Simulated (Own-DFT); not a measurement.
# Same atoms, different arrangement: As32Ga32, 64 atoms

These are calculations, not measurements. The program, named Own-DFT, is a retired in-house plane-wave density functional code that no person has reviewed. Each row is one single-point run on a periodic cell that was not relaxed, without spin or spin-orbit coupling.

Settings of every run: PBE; PseudoDojo norm-conserving scalar-relativistic files; cutoff 42 hartree; 3 x 3 x 3 k mesh centred on Gamma; Fermi-Dirac smearing of 0.1 eV.

Known limits, some of them of some rows only: not probed for a lower state with spin; forces on such cells failed a check on a denser k mesh; forces not confirmed at this smearing and k mesh; stress not checked against mesh or cutoff.

All cells hold the same atoms in the same cell, with vectors in Å (11.307, 0.000, 0.000); (0.000, 11.307, 0.000); (0.000, 0.000, 11.307). Every atom was moved at random from its ideal site; u is the rms move along one axis. The defect's site can differ from row to row. E is the free energy of the cell above the lowest run. The arrangements:

- A: zincblende GaAs
- B: zincblende GaAs, with one As on a Ga site and one Ga on an As site, 2.4 Å apart

| arrangement | u (Å) | E (eV) | P (GPa) |
|---|---|---|---|
| A | 0.0206 | 0.009 | 3.52 |
| A | 0.0208 | 0.000 | 3.52 |
| A | 0.0216 | 0.106 | 3.55 |
| A | 0.0475 | 1.644 | 3.83 |
| A | 0.0539 | 2.382 | 4.01 |
| A | 0.0545 | 2.290 | 3.97 |
| B | 0.0287 | 2.875 | 3.90 |
| B | 0.0288 | 3.167 | 3.95 |
| B | 0.0298 | 3.081 | 3.95 |
| B | 0.0516 | 5.168 | 4.47 |
| B | 0.0516 | 4.976 | 4.36 |
| B | 0.0530 | 4.650 | 4.28 |

Question: once the cost of the random moves is taken out, how do the arrangements rank?

## Worked answer

Fit E = a + b u², with one b for all and one a for each arrangement, and with residuals divided by u², since the noise grows with the moves. Then b = 955 eV/Å², the scatter at u = 0.04 Å is 0.18 eV, and against A:

- B: 2.63 ± 0.07 eV (higher)

These are energies of unrelaxed cells. Relaxing the atoms lowers the strained arrangements most, so the gaps would shrink and small ones could change sign.
